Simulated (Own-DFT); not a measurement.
# What a defect does to the pressure of its cell: zincblende GaP

Everything here is calculated. The program is Own-DFT (plane waves, in-house, since retired, never reviewed by a person); positions were held fixed, and spin and spin-orbit coupling were off.

Common settings: PBE; PseudoDojo norm-conserving scalar-relativistic files; cutoff 42 hartree; 2 x 3 x 3 k mesh centred on Gamma; Fermi-Dirac smearing of 0.1 eV.

Caveats (not all hold for every row): not probed for a lower state with spin; forces on such cells failed a check on a denser k mesh; forces on such cells moved up to 12 meV/angstrom on a denser k mesh; forces on such cells passed a denser k mesh, each cell not checked; stress not checked against mesh or cutoff.

All runs share one cell, with vectors in Å (16.352, 0.000, 0.000); (0.000, 10.901, 0.000); (0.000, 0.000, 10.901) and a volume of 1943.1 Å³. The atoms are randomly displaced, by u rms on each axis. The defect's site can differ from row to row.

```
cell,formula,u (Å),P (GPa)
no defect,Ga48P48,0.0182,2.69
no defect,Ga48P48,0.0209,2.73
no defect,Ga48P48,0.0533,3.32
one Ga on a P site and one P on a Ga site,Ga48P48,0.0294,2.97
one Ga on a P site and one P on a Ga site,Ga48P48,0.0298,2.95
one Ga on a P site and one P on a Ga site,Ga48P48,0.0491,?
one Ga on a P site and one P on a Ga site,Ga48P48,0.0511,3.37
two P on a Ga site each,Ga46P50,0.0287,2.97
two P on a Ga site each,Ga46P50,0.0483,3.30
two P on a Ga site each,Ga46P50,0.0490,3.45
two P vacancies,Ga48P46,0.0274,2.39
two P vacancies,Ga48P46,0.0295,2.39
two P vacancies,Ga48P46,0.0458,2.76
```

## Worked fit

P = P0 + c u² + a shift for each defect gives P0 = 2.61 GPa, c = 255 ± 13 GPa/Å² and a scatter of 0.04 GPa. The shifts, and each times the cell's volume:

- two P on a Ga site each: 0.16 ± 0.03 GPa, 1.9 eV (1.0 eV for each of its 2 sites)
- one Ga on a P site and one P on a Ga site: 0.12 ± 0.03 GPa, 1.4 eV
- two P vacancies: -0.41 ± 0.03 GPa, -4.9 eV (-2.5 eV for each of its 2 sites)

A positive shift means that the defect pushes the cell outwards. Shift times volume (160.2 GPa Å³ is 1 eV) depends little on the cell's size, so, taken for each site, it can be compared between cells at like pressure. The atoms around the defects weren't relaxed, which would change these numbers.

## Prediction

The question: what pressure belongs in the blank (one Ga on a P site and one P on a Ga site, u = 0.0491 Å)?

From the fit: 3.34 ± 0.05 GPa. The run itself gave 3.33 GPa.
